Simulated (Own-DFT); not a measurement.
# A layer strained by its substrate: diamond-structure SiGeSn with randomly placed atoms, 64 atoms (Ge52Si8Sn4)

The numbers are computed, not measured, by runs of the plane-wave DFT program Own-DFT (in-house, retired, unreviewed) at fixed positions, with no spin and no spin-orbit coupling.

Settings: PBE; PseudoDojo norm-conserving scalar-relativistic files; cutoff 49 hartree; 3 x 3 x 3 k mesh centred on Gamma; Fermi-Dirac smearing of 0.1 eV.

Limits: forces on such cells moved up to 12 meV/angstrom on a denser k mesh; stress not checked against mesh or cutoff.

Unstrained cell vectors in Å: (11.363, 0.000, 0.000); (0.000, 11.363, 0.000); (0.000, 0.000, 11.363). The unstrained cell has measured lattice constants (interpolated for alloys), not those of this functional. That, the random moves and any unrelaxed bonds set the pressure at no strain. Each run strains x and y alike by e, as a substrate would, and holds the height along z. Random moves of width 0.05 Å per axis were added to every atom. The random placing of the alloy's atoms differs from row to row. Stress is positive in tension.

```
e (%)  u (Å)  (s_xx + s_yy)/2 (GPa)  s_zz (GPa)
-3.00  0.048                 -10.52       -8.44
-2.25  0.050                      ?           ?
-1.75  0.053                  -8.07       -6.84
-1.00  0.051                  -6.44       -5.72
-0.50  0.056                  -5.36       -5.14
 0.50  0.050                  -3.66       -3.98
 0.75  0.045                  -3.24       -3.69
 1.50  0.051                  -2.02       -2.93
 1.75  0.050                  -1.80       -2.89
 2.75  0.050                  -0.35       -1.85
```

## What the rows give

With e as a fraction, the in-plane stress is -4.6 + 177 e - 836 e² GPa (errors 2 and 115, scatter 0.10), and s_zz is -4.6 + 113 e - 573 e² GPa (slope ± 2, scatter 0.09). At e = 0 the first slope is C11 + C12 and the second 2 C12, both with the ions held to the strained lattice and at the cell's own pressure. The term in e² is negative: the layer stiffens under compression and softens under tension. A free layer would change its height as e changes, and the in-plane slope would drop by 2 C12²/C11 to the biaxial modulus. At fixed height, a misfit of 1 % moves the in-plane stress by about 1.8 GPa and s_zz by 1.1 GPa.

## Withheld run

Q: what are the two stresses at e = -2.25 %?

Estimate: -8.9 and -7.4 GPa. The hidden result is -9.10 and -7.50 GPa.
